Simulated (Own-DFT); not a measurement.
# Strain and stress in diamond-structure SiGeSn with randomly placed atoms, 64 atoms (Ge52Si8Sn4)

All numbers below are calculated, not measured. The program, named Own-DFT, is a retired in-house plane-wave density functional code that no person has reviewed. Each row is one single-point run on a periodic cell that was not relaxed, without spin or spin-orbit coupling.

Settings of every run: PBE; PseudoDojo norm-conserving scalar-relativistic files; cutoff 49 hartree; 3 x 3 x 3 k mesh centred on Gamma; Fermi-Dirac smearing of 0.1 eV.

Known limits: forces on such cells moved up to 12 meV/angstrom on a denser k mesh; stress not checked against mesh or cutoff.

Unstrained cell vectors in Å: (11.363, 0.000, 0.000); (0.000, 11.363, 0.000); (0.000, 0.000, 11.363). The unstrained cell has measured lattice constants (interpolated for alloys), not those of this functional. That, the random moves and any unrelaxed bonds set the pressure at no strain. Each run strains this cell uniformly, with the atoms carried along. Every atom was also moved at random, by a Gaussian of width 0.05 Å on each axis. The random placing of the alloy's atoms differs from row to row. Strain is the symmetric tensor, in per cent. Stress is positive in tension, and the pressure is minus a third of its trace.

```
run  e_xx (%)  e_yy (%)  e_zz (%)  s_xx (GPa)  s_yy (GPa)  s_zz (GPa)  P (GPa)  E (meV/atom)
  1     -2.50     -2.50      0.00       -9.72       -9.66       -7.82     9.07          69.2
  2     -2.00     -2.00      0.00       -8.36       -8.59       -7.08     8.01          55.0
  3     -1.25     -1.25      0.00       -7.00       -7.09       -6.32     6.80          50.3
  4      2.75      2.75      0.00       -0.43       -0.30       -1.89     0.87           4.9
  5      2.50      2.50      0.00       -0.55       -0.65       -2.05     1.08           0.0
  6     -1.00     -1.00      0.00       -6.37       -6.38       -5.86     6.21          33.3
  7     -2.25     -2.25      0.00       -8.93       -9.26       -7.66     8.62          71.6
  8      1.50      1.50      0.00           ?           ?           ?        ?             ?
```

E is the free energy for each atom above the lowest run shown.

## Worked fit

The change of volume is close to e_xx + e_yy + e_zz. A straight line through the runs shown gives P = 5.02 - 77 x (fractional change of volume) GPa, with an error of 2 on the slope and a scatter of 0.23 GPa. The strain isn't the same on all axes, but the crystal is cubic, so the slope still estimates the bulk modulus, averaged over pressures from 0.9 to 9.1 GPa.

## Withheld run

Question: what pressure should run 8 give? Its volume changes by 3.02 %.

The line gives 2.7 GPa. The calculation gave 2.45 GPa.
